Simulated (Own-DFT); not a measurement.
# A layer strained by its substrate: diamond-structure SiGeSn with randomly placed atoms, 64 atoms (Ge52Si8Sn4)

Everything here is calculated. The program is Own-DFT (plane waves, in-house, since retired, never reviewed by a person); positions were held fixed, and spin and spin-orbit coupling were off.

All runs used: PBE; PseudoDojo norm-conserving scalar-relativistic files; cutoff 49 hartree; 3 x 3 x 3 k mesh centred on Gamma; Fermi-Dirac smearing of 0.1 eV.

Known weak points: forces on such cells moved up to 12 meV/angstrom on a denser k mesh; stress not checked against mesh or cutoff.

Unstrained cell vectors in Å: (11.363, 0.000, 0.000); (0.000, 11.363, 0.000); (0.000, 0.000, 11.363). The unstrained cell has measured lattice constants (interpolated for alloys), not those of this functional. That, the random moves and any unrelaxed bonds set the pressure at no strain. Each run strains x and y alike by e, as a substrate would, and holds the height along z. All atoms carry random offsets, Gaussian with a width of 0.05 Å per axis. The random placing of the alloy's atoms differs from row to row. Stress is positive in tension.

```
e (%),u (Å),(s_xx + s_yy)/2 (GPa),s_zz (GPa)
-2.75,0.050,-10.25,-8.25
-2.50,0.050,-9.58,-7.67
-2.00,0.048,-8.45,-7.08
-1.00,0.053,-6.32,-5.56
-0.25,0.049,?,?
0.50,0.044,-3.57,-3.85
1.50,0.048,-1.96,-2.90
2.00,0.045,-1.18,-2.43
2.25,0.049,-1.00,-2.34
3.00,0.052,0.23,-1.58
```

## Analysis

With e as a fraction, the in-plane stress is -4.5 + 182 e - 959 e² GPa (errors 1 and 100, scatter 0.08), and s_zz is -4.4 + 115 e - 774 e² GPa (slope ± 1, scatter 0.09). At e = 0 the first slope is C11 + C12 and the second 2 C12, both with the ions held to the strained lattice and at the cell's own pressure. The term in e² is negative: the layer stiffens under compression and softens under tension. A free layer would change its height as e changes, and the in-plane slope would drop by 2 C12²/C11 to the biaxial modulus. At fixed height, a misfit of 1 % moves the in-plane stress by about 1.8 GPa and s_zz by 1.1 GPa.

## Withheld run

Question: what are the two stresses at e = -0.25 %?

From the fit: -4.9 and -4.7 GPa. Computed: -4.94 and -4.77 GPa.
